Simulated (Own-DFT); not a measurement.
# Strain and stress in wurtzite AlN, 128 atoms (Al64N64)

These are calculations, not measurements. They come from Own-DFT, an in-house plane-wave density functional program, since retired, whose code no person has reviewed. Each row is one single-point run on a periodic cell that was not relaxed, without spin or spin-orbit coupling.

Settings of every run: PBE; PseudoDojo norm-conserving scalar-relativistic files; cutoff 42 hartree; 2 x 2 x 2 k mesh centred on Gamma; Fermi-Dirac smearing of 0.1 eV.

Known limits: forces on such cells passed a denser k mesh, each cell not checked; stress not checked against mesh or cutoff.

Unstrained cell vectors in Å: (12.448, 0.000, 0.000); (-6.224, 10.780, 0.000); (0.000, 0.000, 9.964). The unstrained cell has measured lattice constants (interpolated for alloys), not those of this functional. That, the random moves and any unrelaxed bonds set the pressure at no strain. Each run strains this cell uniformly, with the atoms carried along. Every atom was also moved at random, by a Gaussian of width 0.05 Å on each axis. Strain is the symmetric tensor, in per cent. Stress is positive in tension, and the pressure is minus a third of its trace.

```
run,e_xx (%),e_yy (%),e_zz (%),e_yz (%),e_xz (%),e_xy (%),s_xx (GPa),s_yy (GPa),s_zz (GPa),s_yz (GPa),s_xz (GPa),s_xy (GPa),P (GPa),E (meV/atom)
1,0.54,0.60,-1.36,0.58,1.18,0.03,-3.84,-2.49,-12.10,1.50,3.00,1.42,6.14,3.7
2,0.43,-1.79,1.97,0.83,-0.83,0.40,-5.55,-12.45,2.54,1.04,-2.78,1.71,5.15,11.2
3,1.88,1.02,-0.27,-0.12,1.94,-0.43,2.62,1.19,-5.25,-0.54,5.11,-1.09,0.48,0.0
4,-0.95,-1.03,1.47,-1.82,-0.68,1.76,-11.20,-11.35,-0.20,-4.30,-2.48,7.60,7.59,23.3
5,-0.96,1.53,0.59,1.50,-0.86,1.03,-8.85,0.31,-2.83,3.82,-3.06,3.61,3.79,12.7
6,1.26,-1.93,-1.23,0.99,-1.58,-0.17,-1.84,-14.77,-12.98,3.07,-3.95,-1.23,9.86,10.4
7,-0.51,0.25,-1.71,-0.19,-1.29,0.26,-9.01,-5.53,-14.44,0.06,-3.02,1.06,9.66,4.0
8,-0.10,1.63,-1.95,1.70,-1.50,-0.43,-6.09,-0.46,-14.49,4.30,-4.08,-0.52,7.01,24.8
9,-1.58,1.41,0.29,0.34,1.00,-1.66,-11.99,-1.91,-3.69,1.34,2.45,-6.52,5.86,7.7
10,-0.21,0.66,0.24,1.28,-1.20,-1.74,-6.34,-3.96,-2.88,3.34,-4.08,-5.29,4.39,0.2
11,-0.96,-1.77,1.97,-0.17,-0.28,-1.27,-12.35,-14.24,2.18,0.25,-1.49,-5.11,8.14,22.2
12,1.22,-1.13,0.10,1.56,0.63,1.90,-1.81,-10.38,-4.60,4.61,1.05,7.55,5.60,10.1
13,-1.98,0.63,-1.99,-1.04,0.24,-0.09,-17.22,-6.94,-16.57,-2.62,-0.05,-2.35,13.58,29.0
14,-1.86,-1.98,0.39,-0.55,1.56,-0.79,-17.18,-18.57,-7.36,-1.90,4.11,-3.61,14.37,33.5
15,0.05,-1.43,1.70,-0.16,0.53,-1.07,?,?,?,?,?,?,?,?
```

E is the free energy for each atom above the lowest run shown.

## Worked fit

Each stress component was fitted by least squares to a constant and the strains of the runs shown, as fractions, with shears doubled. Shear strains stay in the fit of a normal stress only where such slopes are resolved. The slopes, in GPa:

```
stress  at no strain  per e_xx  per e_yy  per e_zz  scatter
  s_xx          -6.4  481 ± 15   97 ± 14   41 ± 14     0.62
  s_yy          -6.2  138 ± 17  475 ± 16   59 ± 16     0.71
  s_zz          -5.8   72 ± 14   92 ± 14  507 ± 14     0.61
```

Each shear stress against twice its own strain: yz 125 ± 11, xz 134 ± 5, xy 188 ± 13 GPa. These are stiffnesses along x, y and z of the frame in which the cell vectors are given, which need not be the crystal's axes. The atoms are held to the strained lattice; where symmetry lets them move under strain, relaxing them would lower some slopes. The table should be nearly symmetric about its diagonal, and what it lacks of that shows the noise. A ninth of its sum, 218 ± 7 GPa, estimates the bulk modulus near the mean pressure of these runs, 7.3 GPa, so it lies above the value at zero pressure.

## Withheld run

Question: what normal stresses and pressure should run 15 give?

The fit gives s_xx = -6.9, s_yy = -11.9, s_zz = 1.6 and P = 5.7 GPa. The calculation gave -5.10, -11.69, 1.70 and P = 5.03 GPa.
